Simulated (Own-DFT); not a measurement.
Si$_{2}$SnGe$_{13}$ (diamond-structure random alloy, strained, atoms displaced) (calculated)

Computed with Own-DFT development build. A calculation, not a measurement: plane-wave density functional theory by an unreviewed code, no spin, of a simulated periodic cell, stress positive in tension, run twice, with PBE and with PBEsol, both on files made for PBE, so the change isn't that of files made for PBEsol, forces on such cells moved up to 12 meV/angstrom on a denser k mesh; the far tail of each file's local potential was reset to the Coulomb form; each entry is a single point on an unrelaxed cell, so the pressure reflects the starting lattice, mostly measured values (interpolated for alloys), from which strain is counted, and rises with the displacements; printed positions are rounded, which can move forces by about a meV/angstrom; the program, named Own-DFT, is a retired in-house code; no spin-orbit coupling; stress was not checked against mesh or cutoff.

Common to all runs: functional PBE, then PBEsol; potential files PseudoDojo norm-conserving, scalar-relativistic, standard set; wave cutoff 49 hartree; occupations Fermi-Dirac; smearing width 0.1 eV; k mesh 3 x 3 x 3 centred on Gamma.

(1) Si$_{2}$SnGe$_{13}$ (diamond-structure random alloy, strained, atoms displaced)

```
CELL_PARAMETERS angstrom
11.27790 0.00000 0.00000
0.00000 11.27790 0.00000
0.00000 0.00000 11.36310
ATOMIC_POSITIONS crystal
Ge 0.99612 0.99827 0.99044
Ge 0.00275 0.24321 0.25174
Ge 0.24693 0.00270 0.25062
Ge 0.25308 0.25249 0.99477
Ge 0.13357 0.12573 0.13024
Si 0.13144 0.38131 0.36758
Ge 0.37895 0.12978 0.36933
Ge 0.37559 0.38053 0.12016
Ge 0.00224 0.99382 0.49531
Si 0.99545 0.24650 0.75081
Si 0.24663 0.99897 0.74532
Ge 0.25436 0.24450 0.50122
Ge 0.12048 0.11809 0.62618
Ge 0.12399 0.37197 0.88423
Ge 0.37282 0.12446 0.87381
Ge 0.37011 0.37669 0.63010
Ge 0.98718 0.49169 0.00209
Ge 0.00254 0.75611 0.25460
Ge 0.24772 0.49793 0.24749
Ge 0.24955 0.75365 0.99889
Ge 0.12430 0.61983 0.13228
Ge 0.12777 0.87394 0.37825
Ge 0.36625 0.62747 0.37100
Ge 0.37652 0.86787 0.12544
Ge 0.99931 0.50371 0.50286
Ge 0.00151 0.75264 0.75133
Ge 0.23820 0.49604 0.74639
Ge 0.24637 0.74806 0.51072
Ge 0.12268 0.62737 0.62198
Si 0.11915 0.87551 0.88531
Ge 0.36906 0.62200 0.87070
Ge 0.37823 0.86984 0.62801
Ge 0.50605 0.00098 0.00831
Si 0.50067 0.24222 0.24855
Ge 0.75018 0.99403 0.25129
Sn 0.75352 0.24191 0.00426
Ge 0.62364 0.12056 0.12229
Ge 0.62506 0.37294 0.37470
Ge 0.88168 0.12626 0.37325
Ge 0.87051 0.36932 0.12690
Ge 0.50144 0.99406 0.49706
Ge 0.50551 0.24941 0.75160
Ge 0.74930 0.00694 0.75674
Si 0.75489 0.24503 0.50117
Ge 0.62274 0.12646 0.62831
Sn 0.62789 0.37959 0.87049
Ge 0.86736 0.12517 0.87174
Sn 0.87123 0.37466 0.62505
Si 0.50383 0.50086 0.99884
Ge 0.50295 0.75483 0.25486
Si 0.75126 0.49996 0.24789
Ge 0.74970 0.75238 0.00922
Ge 0.62322 0.62610 0.12574
Ge 0.62648 0.87343 0.37520
Ge 0.87478 0.62402 0.37574
Ge 0.88000 0.87687 0.11991
Ge 0.49661 0.49392 0.50184
Ge 0.49991 0.75381 0.74848
Sn 0.75098 0.50677 0.74723
Ge 0.75199 0.75008 0.50660
Ge 0.61886 0.62342 0.62611
Ge 0.63047 0.87375 0.88096
Ge 0.87451 0.61887 0.87642
Ge 0.88270 0.87686 0.62300
```

- PBE pressure: 5.9 GPa
- PBE stress xx: -6.03 GPa
- PBE stress yy: -6.13 GPa
- PBE stress zz: -5.54 GPa
- PBE stress yz: -0.2 GPa
- PBE stress xz: 0.17 GPa
- PBE stress xy: -0.39 GPa
- PBEsol pressure: 2.97 GPa
- PBEsol stress xx: -3.11 GPa
- PBEsol stress yy: -3.2 GPa
- PBEsol stress zz: -2.61 GPa
- PBEsol stress yz: -0.2 GPa
- PBEsol stress xz: 0.17 GPa
- PBEsol stress xy: -0.36 GPa
- rms change of force components from PBE to PBEsol: 0.042 eV/Å

Force:
```csv
force element,PBE force x (eV/Å),PBE force y (eV/Å),PBE force z (eV/Å),PBEsol force x (eV/Å),PBEsol force y (eV/Å),PBEsol force z (eV/Å)
Ge,0.433,1.1,0.902,0.358,1.087,0.915
Ge,0.679,1.592,-0.168,0.63,1.503,-0.19
Ge,1.159,-0.975,0.35,1.119,-0.936,0.338
Ge,0.247,-0.408,0.949,0.238,-0.383,0.92
Ge,-1.067,0.094,-1.593,-1.034,0.095,-1.524
Si,-0.895,-1.192,1.452,-0.875,-1.166,1.42
Ge,-0.161,-0.888,0.574,-0.206,-0.904,0.6
Ge,0.809,-0.645,0.377,0.715,-0.634,0.369
Ge,-0.11,0.759,0.116,-0.098,0.729,0.118
Si,1.315,-0.566,0.917,1.287,-0.556,0.905
Si,0.043,-0.64,1.118,0.068,-0.601,1.06
Ge,-0.817,0.819,-0.285,-0.759,0.774,-0.258
Ge,0.067,0.597,0.031,0.061,0.573,-0.041
Ge,-1.141,-0.044,-1.229,-1.077,-0.023,-1.165
Ge,0.409,-0.741,-0.38,0.428,-0.666,-0.336
Ge,0.396,-0.811,-0.148,0.388,-0.787,-0.151
Ge,1.319,0.62,0.405,1.276,0.591,0.387
Ge,-0.285,-0.728,-0.414,-0.267,-0.71,-0.396
Ge,0.687,-0.028,-0.025,0.698,0.025,-0.072
Ge,-0.498,-0.864,0.119,-0.44,-0.871,0.154
Ge,-0.758,0.742,-1.215,-0.725,0.72,-1.16
Ge,0.533,-0.033,-0.048,0.493,-0.025,-0.044
Ge,0.736,-0.15,0.741,0.711,-0.148,0.719
Ge,-0.093,1.065,0.222,-0.081,1.035,0.217
Ge,1.27,-0.09,-1.81,1.207,-0.039,-1.728
Ge,0.201,-0.203,0.768,0.167,-0.23,0.701
Ge,0.235,0.25,0.599,0.244,0.248,0.579
Ge,0.797,0.359,-1.204,0.766,0.34,-1.17
Ge,-0.574,-0.294,0.893,-0.559,-0.286,0.861
Si,1.143,-0.06,-1.764,1.088,-0.086,-1.697
Ge,0.472,0.029,0.276,0.431,0.062,0.24
Ge,-0.787,1.178,-0.253,-0.728,1.1,-0.274
Ge,-1.484,-0.909,-1.289,-1.42,-0.88,-1.24
Si,0.32,1.335,-0.631,0.312,1.306,-0.616
Ge,0.382,0.664,-0.314,0.367,0.637,-0.312
Sn,-0.547,0.343,0.253,-0.526,0.328,0.239
Ge,-0.471,-0.399,2.482,-0.432,-0.434,2.363
Ge,0.405,-0.555,-0.254,0.362,-0.512,-0.21
Ge,-1.125,-0.684,0.634,-1.049,-0.698,0.578
Ge,1.074,1.015,2.032,1.078,0.954,1.92
Ge,-0.344,0.778,0.262,-0.327,0.744,0.25
Ge,-2.099,-0.606,-0.833,-2.032,-0.589,-0.81
Ge,-0.383,-1.497,-1.362,-0.37,-1.435,-1.299
Si,-1.408,-0.836,-1.3,-1.385,-0.82,-1.275
Ge,0.482,-0.412,-1.03,0.443,-0.421,-0.95
Sn,-1.747,-0.978,1.872,-1.665,-1.004,1.772
Ge,2.642,-0.551,-0.951,2.519,-0.581,-0.893
Sn,1.928,-1.837,-1.317,1.881,-1.69,-1.275
Si,-1.378,1.159,0.646,-1.357,1.139,0.634
Ge,-0.533,-0.966,-0.262,-0.52,-0.928,-0.262
Si,-0.287,-0.052,0.302,-0.28,-0.05,0.295
Ge,0.476,-0.776,-0.747,0.456,-0.744,-0.724
Ge,-0.047,-0.506,0.37,-0.033,-0.416,0.355
Ge,0.669,-0.126,0.632,0.64,-0.117,0.607
Ge,-0.301,0.226,-0.326,-0.253,0.256,-0.271
Ge,-0.077,0.008,0.841,-0.089,0.008,0.813
Ge,-0.371,0.645,-0.556,-0.358,0.624,-0.524
Ge,0.354,-0.692,1.075,0.334,-0.681,1.022
Sn,-0.18,2.361,-0.38,-0.178,2.295,-0.364
Ge,-0.339,-0.237,-0.396,-0.328,-0.231,-0.392
Ge,-0.915,1.359,-1.438,-0.881,1.325,-1.387
Ge,-0.475,0.252,-0.373,-0.455,0.255,-0.354
Ge,1.07,2.399,1.318,1.035,2.315,1.278
Ge,-1.055,0.229,0.769,-1.014,0.211,0.734
```

(2) Si$_{2}$SnGe$_{13}$ (diamond-structure random alloy, strained, atoms displaced)

```
CELL_PARAMETERS angstrom
11.27790 0.00000 0.00000
0.00000 11.27790 0.00000
0.00000 0.00000 11.36310
ATOMIC_POSITIONS crystal
Si 0.00106 0.99608 0.99600
Ge 0.99945 0.24743 0.25115
Ge 0.24951 0.99767 0.25407
Ge 0.24345 0.24251 0.99542
Ge 0.12377 0.12476 0.12779
Ge 0.12112 0.37832 0.38085
Ge 0.37433 0.12220 0.36497
Si 0.37379 0.37490 0.11658
Sn 0.00175 0.00377 0.49905
Ge 0.00015 0.25851 0.74958
Ge 0.24385 0.00766 0.74734
Ge 0.24485 0.25424 0.50732
Ge 0.12181 0.13161 0.62457
Ge 0.12999 0.37648 0.87494
Ge 0.37974 0.11991 0.87760
Ge 0.37214 0.37486 0.63134
Ge 0.99754 0.49641 0.00530
Ge 0.99104 0.74675 0.25258
Ge 0.25802 0.50244 0.25237
Ge 0.24748 0.74837 0.00695
Ge 0.12264 0.62450 0.11695
Ge 0.12615 0.87115 0.37252
Ge 0.37213 0.62672 0.37149
Ge 0.37662 0.87303 0.12016
Si 0.00006 0.49367 0.49697
Ge 0.99087 0.75507 0.74380
Ge 0.25624 0.50324 0.75083
Ge 0.24435 0.74518 0.49610
Si 0.12163 0.62661 0.62769
Ge 0.12611 0.88116 0.87826
Ge 0.38246 0.62252 0.86921
Ge 0.37993 0.86861 0.62375
Ge 0.50072 0.99977 0.99836
Ge 0.50332 0.25796 0.24674
Ge 0.74659 0.00160 0.24620
Ge 0.75783 0.24583 0.01156
Ge 0.61857 0.12875 0.11603
Ge 0.62293 0.36743 0.37893
Si 0.87495 0.12440 0.36428
Si 0.87947 0.36794 0.12338
Si 0.50229 0.00088 0.50261
Ge 0.49385 0.24456 0.75214
Sn 0.75175 0.99127 0.74283
Ge 0.75367 0.25203 0.51219
Ge 0.61142 0.12467 0.62725
Si 0.62779 0.37144 0.87135
Ge 0.87482 0.12332 0.87133
Ge 0.87674 0.37955 0.61846
Ge 0.48562 0.50436 0.00064
Ge 0.49303 0.74920 0.25082
Ge 0.75099 0.50155 0.23650
Ge 0.75513 0.74872 0.99506
Ge 0.62800 0.62615 0.12003
Sn 0.62937 0.87035 0.37349
Ge 0.87405 0.62404 0.37400
Ge 0.87801 0.87727 0.11716
Ge 0.50266 0.49823 0.49052
Ge 0.50324 0.75333 0.74782
Ge 0.74944 0.50542 0.75390
Ge 0.74891 0.75172 0.50120
Ge 0.63068 0.62392 0.62620
Ge 0.62747 0.87923 0.87884
Sn 0.86665 0.62880 0.87567
Ge 0.87412 0.87549 0.62925
```

* PBE pressure: 5.83 GPa
* PBE stress xx: -5.91 GPa
* PBE stress yy: -6.1 GPa
* PBE stress zz: -5.48 GPa
* PBE stress yz: -0.02 GPa
* PBE stress xz: 0.05 GPa
* PBE stress xy: -0.31 GPa
* PBEsol pressure: 2.9 GPa
* PBEsol stress xx: -2.99 GPa
* PBEsol stress yy: -3.18 GPa
* PBEsol stress zz: -2.55 GPa
* PBEsol stress yz: -0.04 GPa
* PBEsol stress xz: 0.07 GPa
* PBEsol stress xy: -0.29 GPa
* rms change of force components from PBE to PBEsol: 0.043 eV/Å

Force:
```csv
force element,PBE force x (eV/Å),PBE force y (eV/Å),PBE force z (eV/Å),PBEsol force x (eV/Å),PBEsol force y (eV/Å),PBEsol force z (eV/Å)
Si,-0.051,1.087,0.289,-0.053,1.063,0.281
Ge,-0.013,0.648,0.076,0.059,0.628,0.066
Ge,-0.039,-0.363,-1.12,-0.037,-0.34,-1.081
Ge,1.009,0.465,0.563,0.953,0.428,0.52
Ge,-0.323,-0.877,-0.378,-0.287,-0.822,-0.341
Ge,0.719,-0.326,-0.907,0.738,-0.364,-0.904
Ge,0.555,0.751,1.593,0.509,0.735,1.509
Si,-0.678,-0.434,0.818,-0.66,-0.419,0.798
Sn,-0.678,-0.33,-0.664,-0.619,-0.359,-0.597
Ge,-0.181,-0.288,0.186,-0.168,-0.285,0.171
Ge,0.95,-0.823,0.051,0.915,-0.795,0.068
Ge,0.846,-0.305,-1.059,0.797,-0.287,-1.011
Ge,0.559,0.838,1.162,0.553,0.819,1.127
Ge,-0.429,0.425,-0.037,-0.416,0.398,-0.042
Ge,-1.155,0.117,-0.329,-1.123,0.116,-0.331
Ge,0.672,0.187,-0.976,0.633,0.171,-0.94
Ge,0.444,-0.793,-0.366,0.475,-0.724,-0.384
Ge,1.045,0.467,-0.944,1.008,0.453,-0.913
Ge,-1.18,-0.958,-1.197,-1.161,-0.887,-1.122
Ge,0.566,0.137,-1.754,0.544,0.137,-1.691
Ge,-0.161,-0.328,1.892,-0.154,-0.312,1.826
Ge,0.071,-0.678,-0.642,0.08,-0.656,-0.621
Ge,0.391,-0.128,0.819,0.372,-0.126,0.778
Ge,-0.329,0.463,0.677,-0.323,0.439,0.664
Si,-0.013,1.761,0.514,-0.044,1.687,0.471
Ge,2.387,-0.189,0.469,2.263,-0.14,0.477
Ge,-1.166,0.331,-0.226,-1.085,0.28,-0.181
Ge,0.315,-0.035,0.82,0.344,-0.001,0.747
Si,-0.25,-0.611,-0.46,-0.216,-0.566,-0.423
Ge,-0.043,-0.761,-0.546,-0.01,-0.757,-0.564
Ge,-0.989,1.44,0.21,-0.952,1.371,0.21
Ge,-1.061,1.102,-0.497,-1.04,1.035,-0.453
Ge,-0.07,-0.43,0.173,-0.066,-0.406,0.16
Ge,-0.982,-0.548,-0.648,-0.917,-0.566,-0.595
Ge,1.002,1.075,-1.367,0.943,1.004,-1.359
Ge,-0.517,0.481,-1.906,-0.529,0.393,-1.862
Ge,0.357,-0.222,1.256,0.36,-0.219,1.219
Ge,1.435,0.645,-0.496,1.368,0.629,-0.478
Si,-1.219,0.704,0.504,-1.19,0.69,0.487
Si,0.074,0.668,0.766,0.076,0.652,0.751
Si,-1.25,0.267,-0.407,-1.226,0.262,-0.391
Ge,0.621,1.129,0.555,0.574,1.052,0.508
Sn,-1.756,2.427,1.169,-1.708,2.355,1.151
Ge,-0.667,-1.33,-1.54,-0.674,-1.247,-1.468
Ge,0.613,0.367,-0.82,0.627,0.393,-0.753
Si,-0.365,0.052,0.829,-0.359,0.053,0.808
Ge,1.037,0.718,1.068,0.986,0.72,1.012
Ge,0.098,0.639,1.196,0.056,0.564,1.192
Ge,2.174,-1.049,-0.137,2.113,-0.939,-0.161
Ge,0.228,-0.678,-1.249,0.217,-0.66,-1.211
Ge,0.209,-1.083,1.139,0.172,-1,1.123
Ge,-2.588,2.514,2.57,-2.519,2.445,2.499
Ge,-1.065,0.29,-0.099,-1.025,0.275,-0.093
Sn,-1.261,1.037,0.029,-1.187,0.971,-0.003
Ge,-0.339,-0.845,0.626,-0.351,-0.774,0.565
Ge,-0.221,0.075,0.633,-0.255,0.025,0.645
Ge,-0.53,0.391,1.23,-0.508,0.374,1.187
Ge,0.547,-0.378,0.528,0.522,-0.37,0.511
Ge,-1.364,-2.6,-1.587,-1.301,-2.474,-1.578
Ge,1.706,-1.551,1.259,1.653,-1.508,1.226
Ge,-0.848,-0.034,-0.56,-0.807,-0.018,-0.539
Ge,-0.903,-1.414,0.601,-0.871,-1.378,0.574
Sn,2.974,-1.273,-0.52,2.876,-1.226,-0.513
Ge,1.082,-2.034,-2.827,1.052,-1.99,-2.734
```

(3) Si$_{2}$SnGe$_{13}$ (diamond-structure random alloy, strained, atoms displaced)

```
CELL_PARAMETERS angstrom
11.10750 0.00000 0.00000
0.00000 11.10750 0.00000
0.00000 0.00000 11.36310
ATOMIC_POSITIONS crystal
Ge 0.99654 0.00833 0.00231
Si 0.00735 0.24331 0.25475
Ge 0.24684 0.99357 0.24411
Ge 0.25016 0.25167 0.99842
Si 0.12318 0.12916 0.11845
Ge 0.12121 0.37130 0.37448
Ge 0.38154 0.13007 0.37189
Sn 0.38326 0.36819 0.13662
Ge 0.99927 0.99641 0.49902
Sn 0.00052 0.24646 0.75089
Ge 0.24975 0.00224 0.75692
Ge 0.25531 0.24944 0.49740
Ge 0.12850 0.12185 0.62846
Ge 0.11952 0.37375 0.88503
Si 0.37578 0.12375 0.87294
Ge 0.37260 0.37733 0.63176
Sn 0.99033 0.49898 0.00136
Ge 0.99611 0.74477 0.24888
Ge 0.24339 0.49287 0.25149
Si 0.24943 0.75135 0.00444
Si 0.12072 0.62978 0.12427
Sn 0.12239 0.87072 0.37982
Ge 0.38033 0.62603 0.38261
Ge 0.37109 0.88196 0.13073
Ge 0.99724 0.49437 0.50293
Ge 0.00474 0.75594 0.74923
Ge 0.25416 0.49955 0.76352
Ge 0.24709 0.74150 0.50511
Ge 0.12167 0.62478 0.62786
Si 0.12743 0.87295 0.87860
Ge 0.37933 0.63010 0.87534
Ge 0.36984 0.87520 0.62699
Si 0.49911 0.00155 0.99580
Ge 0.49680 0.24968 0.23941
Ge 0.74977 0.00196 0.25750
Ge 0.74875 0.24152 0.99602
Ge 0.62281 0.12875 0.13098
Ge 0.62858 0.37300 0.38326
Ge 0.86977 0.12223 0.38180
Ge 0.87447 0.38077 0.12876
Si 0.49729 0.99995 0.50270
Ge 0.49353 0.24316 0.74779
Ge 0.75372 0.99790 0.75112
Ge 0.74874 0.24718 0.50748
Ge 0.61786 0.12450 0.61336
Ge 0.62497 0.36717 0.86829
Ge 0.87271 0.12070 0.87522
Ge 0.87726 0.36706 0.62223
Ge 0.49812 0.50379 0.00210
Ge 0.49700 0.74613 0.25453
Ge 0.75619 0.49638 0.24282
Ge 0.74773 0.74614 0.99356
Ge 0.62301 0.61673 0.12207
Ge 0.63011 0.88041 0.37111
Ge 0.87626 0.62216 0.36780
Ge 0.87201 0.87958 0.13123
Ge 0.50135 0.50839 0.49938
Ge 0.50104 0.75446 0.74880
Ge 0.74999 0.50221 0.74115
Ge 0.74852 0.74950 0.49782
Ge 0.62142 0.62318 0.62682
Ge 0.62601 0.87669 0.88214
Ge 0.87529 0.62259 0.87755
Ge 0.88023 0.87342 0.62165
```

* PBE pressure: 8.69 GPa
* PBE stress xx: -9.3 GPa
* PBE stress yy: -9.26 GPa
* PBE stress zz: -7.5 GPa
* PBE stress yz: 0.57 GPa
* PBE stress xz: 0.13 GPa
* PBE stress xy: 1.1 GPa
* PBEsol pressure: 5.58 GPa
* PBEsol stress xx: -6.19 GPa
* PBEsol stress yy: -6.15 GPa
* PBEsol stress zz: -4.4 GPa
* PBEsol stress yz: 0.54 GPa
* PBEsol stress xz: 0.12 GPa
* PBEsol stress xy: 1.05 GPa
* rms change of force components from PBE to PBEsol: 0.049 eV/Å

Force:
```csv
force element,PBE force x (eV/Å),PBE force y (eV/Å),PBE force z (eV/Å),PBEsol force x (eV/Å),PBEsol force y (eV/Å),PBEsol force z (eV/Å)
Ge,0.669,-1.341,0.026,0.574,-1.3,0.007
Si,-1.143,0.024,-0.716,-1.156,0.068,-0.648
Ge,-0.323,2.721,0.37,-0.269,2.595,0.372
Ge,-0.015,-1.225,-0.35,-0.029,-1.127,-0.345
Si,0.367,-0.205,0.914,0.401,-0.239,0.842
Ge,0.057,-0.224,0.611,0.101,-0.174,0.633
Ge,-0.436,-1.312,0.037,-0.45,-1.224,0.007
Sn,-3.587,3.612,-3.806,-3.499,3.521,-3.711
Ge,-0.747,1.856,1.475,-0.739,1.79,1.44
Sn,0.37,0.152,0.486,0.356,0.145,0.472
Ge,0.004,-0.673,0.156,-0.007,-0.654,0.064
Ge,-0.41,0.198,0.463,-0.399,0.195,0.445
Ge,0.889,-0.804,-1.751,0.864,-0.786,-1.692
Ge,2.123,-0.009,-0.997,2.073,-0.012,-0.967
Si,-0.1,-0.068,0.797,-0.142,-0.016,0.729
Ge,0.147,0.238,-0.747,0.145,0.218,-0.715
Sn,1.87,0.87,0.806,1.771,0.801,0.743
Ge,-0.105,0.028,-1.068,-0.149,0.057,-0.989
Ge,-0.471,2.211,0.574,-0.433,2.097,0.598
Si,-0.088,0.043,-0.076,0.001,0.043,-0.071
Si,1.346,0.151,0.436,1.273,0.109,0.476
Sn,0.616,-0.513,-1.025,0.591,-0.498,-0.994
Ge,-1.619,-0.255,-1.003,-1.554,-0.242,-0.957
Ge,1.347,-1.352,-1.758,1.289,-1.305,-1.628
Ge,0.145,0.561,-0.646,0.144,0.532,-0.632
Ge,-0.31,-0.332,0.786,-0.334,-0.359,0.705
Ge,-1.047,0.039,-0.634,-1.007,0.036,-0.622
Ge,1.224,-0.201,0.631,1.187,-0.195,0.617
Ge,0.335,-1.102,0.658,0.326,-1.049,0.634
Si,-0.104,0.382,0.603,-0.145,0.417,0.539
Ge,-0.472,0.504,0.71,-0.427,0.445,0.654
Ge,0.216,0.253,-0.233,0.18,0.208,-0.183
Si,-0.292,0.34,0.888,-0.241,0.291,0.916
Ge,4.278,-3.035,5.223,4.163,-2.979,5.081
Ge,0.049,0.583,-1.167,0.045,0.553,-1.116
Ge,0.021,1.048,0.845,0.015,1.014,0.81
Ge,0.478,-1.39,-1.284,0.486,-1.307,-1.215
Ge,-0.311,0.291,-1.255,-0.299,0.286,-1.21
Ge,1.05,0.769,-0.433,0.984,0.704,-0.384
Ge,-0.412,-4.146,0.909,-0.437,-3.97,0.86
Si,-0.281,-0.678,-1.13,-0.274,-0.662,-1.109
Ge,0.437,0.112,-0.107,0.463,0.159,-0.149
Ge,-0.939,-0.126,-0.836,-0.897,-0.122,-0.797
Ge,0.078,0.172,-0.823,0.072,0.161,-0.799
Ge,0.265,-0.696,1.81,0.304,-0.612,1.793
Ge,-0.153,0.802,0.342,-0.148,0.77,0.333
Ge,-0.694,-0.578,0.548,-0.679,-0.564,0.545
Ge,-1.248,1.627,-0.319,-1.217,1.586,-0.319
Ge,0.557,-0.651,-1.607,0.555,-0.62,-1.548
Ge,0.694,0.678,-0.786,0.67,0.657,-0.752
Ge,-1.75,0.47,1.652,-1.682,0.459,1.588
Ge,0.203,0.319,1.47,0.191,0.304,1.415
Ge,0.547,1.184,0.64,0.529,1.135,0.61
Ge,-1.591,-0.791,1.261,-1.501,-0.793,1.195
Ge,-0.483,-0.354,1.112,-0.466,-0.338,1.067
Ge,-0.008,-0.562,-0.901,-0.004,-0.539,-0.864
Ge,0.071,-1.768,0.705,0.071,-1.699,0.684
Ge,0.206,0.224,0.236,0.193,0.202,0.23
Ge,0.359,-0.776,0.81,0.339,-0.756,0.785
Ge,0.226,-0.24,-0.004,0.224,-0.225,-0.011
Ge,0.371,0.97,-0.242,0.36,0.936,-0.241
Ge,-0.361,0.278,-0.882,-0.303,0.22,-0.896
Ge,-1.3,1.827,-2.805,-1.276,1.775,-2.716
Ge,-0.817,-0.134,0.404,-0.78,-0.124,0.392
```
